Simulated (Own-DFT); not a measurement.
# Which defects push the lattice out? zincblende GaAs

Calculated, not measured: single-point runs of Own-DFT, a retired in-house plane-wave DFT program that no person has reviewed, on unrelaxed cells, without spin or spin-orbit coupling.

All runs used: PBE; PseudoDojo norm-conserving scalar-relativistic files; cutoff 42 hartree; 3 x 3 x 3 k mesh centred on Gamma; Fermi-Dirac smearing of 0.1 eV.

Keep in mind (not all hold for every row): not probed for a lower state with spin; forces on such cells failed a check on a denser k mesh; forces not confirmed at this smearing and k mesh; forces on such cells passed a denser k mesh, each cell not checked; stress not checked against mesh or cutoff.

All runs share one cell, with vectors in Å (11.307, 0.000, 0.000); (0.000, 11.307, 0.000); (0.000, 0.000, 11.307) and a volume of 1445.4 Å³. Atoms were moved at random from their sites; u is the rms move along one axis. The defect's site can differ from row to row.

| cell | formula | u (Å) | P (GPa) |
|---|---|---|---|
| no defect | As32Ga32 | 0.0203 | 3.50 |
| no defect | As32Ga32 | 0.0441 | 3.83 |
| no defect | As32Ga32 | 0.0473 | 3.86 |
| one As on a Ga site | As33Ga31 | 0.0285 | 4.25 |
| one As on a Ga site | As33Ga31 | 0.0299 | 4.26 |
| one As on a Ga site | As33Ga31 | 0.0464 | 4.48 |
| one As on a Ga site and one Ga on an As site | As32Ga32 | 0.0294 | 3.91 |
| one As on a Ga site and one Ga on an As site | As32Ga32 | 0.0301 | ? |
| one As on a Ga site and one Ga on an As site | As32Ga32 | 0.0496 | 4.20 |
| one As on a Ga site and one Ga on an As site | As32Ga32 | 0.0505 | 4.21 |
| one Al on a Ga site | AlAs32Ga31 | 0.0507 | 3.93 |
| one Al on a Ga site | AlAs32Ga31 | 0.0517 | 3.92 |
| one Al on a Ga site | AlAs32Ga31 | 0.0530 | 4.03 |
| two As on a Ga site each | As34Ga30 | 0.0293 | 4.81 |
| two As on a Ga site each | As34Ga30 | 0.0313 | 4.79 |
| two As on a Ga site each | As34Ga30 | 0.0318 | 4.82 |

## Worked fit

P = P0 + c u² + a shift for each defect gives P0 = 3.44 GPa, c = 186 ± 11 GPa/Å² and a scatter of 0.02 GPa. The shifts, and each times the cell's volume:

- two As on a Ga site each: 1.19 ± 0.02 GPa, 10.7 eV (5.3 eV for each of its 2 sites)
- one As on a Ga site: 0.65 ± 0.02 GPa, 5.8 eV
- one As on a Ga site and one Ga on an As site: 0.30 ± 0.02 GPa, 2.7 eV
- one Al on a Ga site: 0.02 ± 0.02 GPa, 0.2 eV (not resolved)

Positive is outwards. The product with the volume (160.2 GPa Å³ to the eV) is nearly free of the cell's size; divided by the bulk modulus at the cell's pressure it gives the volume that the defect adds. The atoms around the defects weren't relaxed, which would change these numbers.

## Withheld run

Q: what pressure belongs in the blank (one As on a Ga site and one Ga on an As site, u = 0.0301 Å)?

The fit gives 3.91 ± 0.03 GPa. DFT gave 3.86 GPa.
